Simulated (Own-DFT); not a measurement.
# One host, several defects: zincblende GaP

The numbers are computed, not measured, by runs of the plane-wave DFT program Own-DFT (in-house, retired, unreviewed) at fixed positions, with no spin and no spin-orbit coupling.

Method: PBE; PseudoDojo norm-conserving scalar-relativistic files; cutoff 42 hartree; 3 x 3 x 3 k mesh centred on Gamma; Fermi-Dirac smearing of 0.1 eV.

Limits (not all hold for every row): not probed for a lower state with spin; forces on such cells failed a check on a denser k mesh; forces on such cells passed a denser k mesh, each cell not checked; stress not checked against mesh or cutoff.

All runs share one cell, with vectors in Å (10.901, 0.000, 0.000); (0.000, 10.901, 0.000); (0.000, 0.000, 10.901) and a volume of 1295.4 Å³. Atoms were moved at random from their sites; u is the rms move along one axis. The defect's site can differ from row to row.

```
                                     cell    formula   u (Å)  P (GPa)
                                no defect    Ga32P32  0.0197     2.71
                                no defect    Ga32P32  0.0203     2.73
                                no defect    Ga32P32  0.0465     3.16
                       one As on a P site  AsGa32P31  0.0279     3.16
                       one As on a P site  AsGa32P31  0.0304     3.22
                       one As on a P site  AsGa32P31  0.0480        ?
                       one As on a P site  AsGa32P31  0.0499     3.63
one Ga on a P site and one P on a Ga site    Ga32P32  0.0310     3.05
one Ga on a P site and one P on a Ga site    Ga32P32  0.0312     3.07
one Ga on a P site and one P on a Ga site    Ga32P32  0.0525     3.44
                          two P vacancies    Ga32P30  0.0298     2.20
                          two P vacancies    Ga32P30  0.0303     2.28
                          two P vacancies    Ga32P30  0.0485     2.54
                      one In on a Ga site  Ga31InP32  0.0302     3.62
                      one In on a Ga site  Ga31InP32  0.0484     4.03
                      one In on a Ga site  Ga31InP32  0.0492     4.03
```

## Worked fit

P = P0 + c u² + a shift for each defect gives P0 = 2.63 GPa, c = 244 ± 11 GPa/Å² and a scatter of 0.03 GPa. The shifts, and each times the cell's volume:

- one In on a Ga site: 0.81 ± 0.03 GPa, 6.5 eV
- one As on a P site: 0.37 ± 0.03 GPa, 3.0 eV
- one Ga on a P site and one P on a Ga site: 0.18 ± 0.03 GPa, 1.4 eV
- two P vacancies: -0.63 ± 0.03 GPa, -5.1 eV (-2.5 eV for each of its 2 sites)

A positive shift means that the defect pushes the cell outwards. Shift times volume (160.2 GPa Å³ is 1 eV) depends little on the cell's size, so, taken for each site, it can be compared between cells at like pressure. The atoms around the defects weren't relaxed, which would change these numbers.

## Check

Asked: what pressure belongs in the blank (one As on a P site, u = 0.0480 Å)?

The fitted form gives 3.56 ± 0.04 GPa. The run itself gave 3.48 GPa.
